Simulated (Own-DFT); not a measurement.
# Which defects push the lattice out? monoclinic HfO2

The numbers are computed, not measured, by runs of the plane-wave DFT program Own-DFT (in-house, retired, unreviewed) at fixed positions, with no spin and no spin-orbit coupling.

Settings: PBE; PseudoDojo norm-conserving scalar-relativistic files; cutoff 72 hartree; 2 x 2 x 2 k mesh centred on Gamma; Fermi-Dirac smearing of 0.1 eV.

Keep in mind (not all hold for every row): not probed for a lower state with spin; hafnium file: forces about 75 meV/angstrom off all-electron values; oxygen file: force components 24 meV/angstrom off all-electron in a glass; forces on such cells passed a denser k mesh, each cell not checked; stress not checked against mesh or cutoff.

All runs share one cell, with vectors in Å (10.234, 0.000, 0.000); (0.000, 10.350, 0.000); (-1.696, 0.000, 10.445) and a volume of 1106.4 Å³. The atoms are randomly displaced, by u rms on each axis. The defect's site can differ from row to row.

| cell | formula | u (Å) | P (GPa) |
|---|---|---|---|
| no defect | Hf32O64 | 0.0205 | 4.18 |
| no defect | Hf32O64 | 0.0466 | 6.15 |
| no defect | Hf32O64 | 0.0535 | 5.90 |
| two O vacancies | Hf32O62 | 0.0290 | 3.82 |
| two O vacancies | Hf32O62 | 0.0310 | 3.75 |
| two O vacancies | Hf32O62 | 0.0502 | ? |
| two O vacancies | Hf32O62 | 0.0511 | 5.00 |
| one Si on a Hf site | Hf31O64Si | 0.0279 | 2.77 |
| one Si on a Hf site | Hf31O64Si | 0.0301 | 2.44 |
| one Si on a Hf site | Hf31O64Si | 0.0507 | 4.55 |

## Fit

P = P0 + c u² + a shift for each defect gives P0 = 3.86 GPa, c = 855 ± 135 GPa/Å² and a scatter of 0.36 GPa. The shifts, and each times the cell's volume:

- two O vacancies: -0.93 ± 0.30 GPa, -6.4 eV (-3.2 eV for each of its 2 sites)
- one Si on a Hf site: -1.82 ± 0.30 GPa, -12.5 eV

Positive is outwards. The product with the volume (160.2 GPa Å³ to the eV) is nearly free of the cell's size; divided by the bulk modulus at the cell's pressure it gives the volume that the defect adds. The atoms around the defects weren't relaxed, which would change these numbers.

## Prediction

Asked: what pressure belongs in the blank (two O vacancies, u = 0.0502 Å)?

From the fit: 5.08 ± 0.44 GPa. The hidden result is 4.29 GPa.
